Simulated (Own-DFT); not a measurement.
# Strain and stress in wurtzite AlGaN with randomly placed atoms, 96 atoms (Al36Ga12N48)

These are calculations, not measurements. They come from Own-DFT, an in-house plane-wave density functional program, since retired, whose code no person has reviewed. Each row is one single-point run on a periodic cell that was not relaxed, without spin or spin-orbit coupling.

Settings of every run: PBE; PseudoDojo norm-conserving scalar-relativistic files (stringent for Ga); cutoff 96 hartree; 3 x 4 x 3 k mesh centred on Gamma; Gaussian smearing of 0.01 eV.

Known limits: k mesh not checked against a denser one; stress not checked against mesh or cutoff.

Unstrained cell vectors in Å: (12.525, 0.000, 0.000); (-4.697, 8.135, 0.000); (0.000, 0.000, 10.066). The unstrained cell has measured lattice constants (interpolated for alloys), not those of this functional. That, the random moves and any unrelaxed bonds set the pressure at no strain. Each run strains this cell uniformly, with the atoms carried along. Every atom was also moved at random, by a Gaussian of width 0.05 Å on each axis. The random placing of the alloy's atoms differs from row to row. Strain is the symmetric tensor, in per cent. Stress is positive in tension, and the pressure is minus a third of its trace.

```
run  e_xx (%)  e_yy (%)  e_zz (%)  s_xx (GPa)  s_yy (GPa)  s_zz (GPa)  P (GPa)  E (meV/atom)
  1      3.00      3.00      0.00        8.79        8.15       -3.87    -4.35          24.9
  2      1.75      1.75      0.00        3.11        2.59       -4.05    -0.55           3.8
  3      2.25      2.25      0.00        5.39        3.38       -2.50    -2.09          12.2
  4      2.50      2.50      0.00        6.81        6.14       -2.86    -3.36           0.0
  5      1.00      1.00      0.00       -0.87        0.02       -5.70     2.18           6.8
  6     -0.75     -0.75      0.00      -10.73      -10.33       -8.77     9.94          23.7
  7      1.50      1.50      0.00        0.16        2.54       -3.91     0.40           3.8
  8     -2.75     -2.75      0.00      -26.53      -23.87      -12.49    20.96          91.9
  9     -1.50     -1.50      0.00           ?           ?           ?        ?             ?
```

E is the free energy for each atom above the lowest run shown.

## Worked fit

The change of volume is close to e_xx + e_yy + e_zz. A straight line through the runs shown gives P = 7.69 - 221 x (fractional change of volume) GPa, with an error of 10 on the slope and a scatter of 1.05 GPa. The strain isn't the same on all axes and the cell isn't cubic, so the slope belongs to this path and is not the bulk modulus.

## Withheld run

Question: what pressure should run 9 give? Its volume changes by -2.98 %.

The line gives 14.3 GPa. The calculation gave 13.21 GPa.
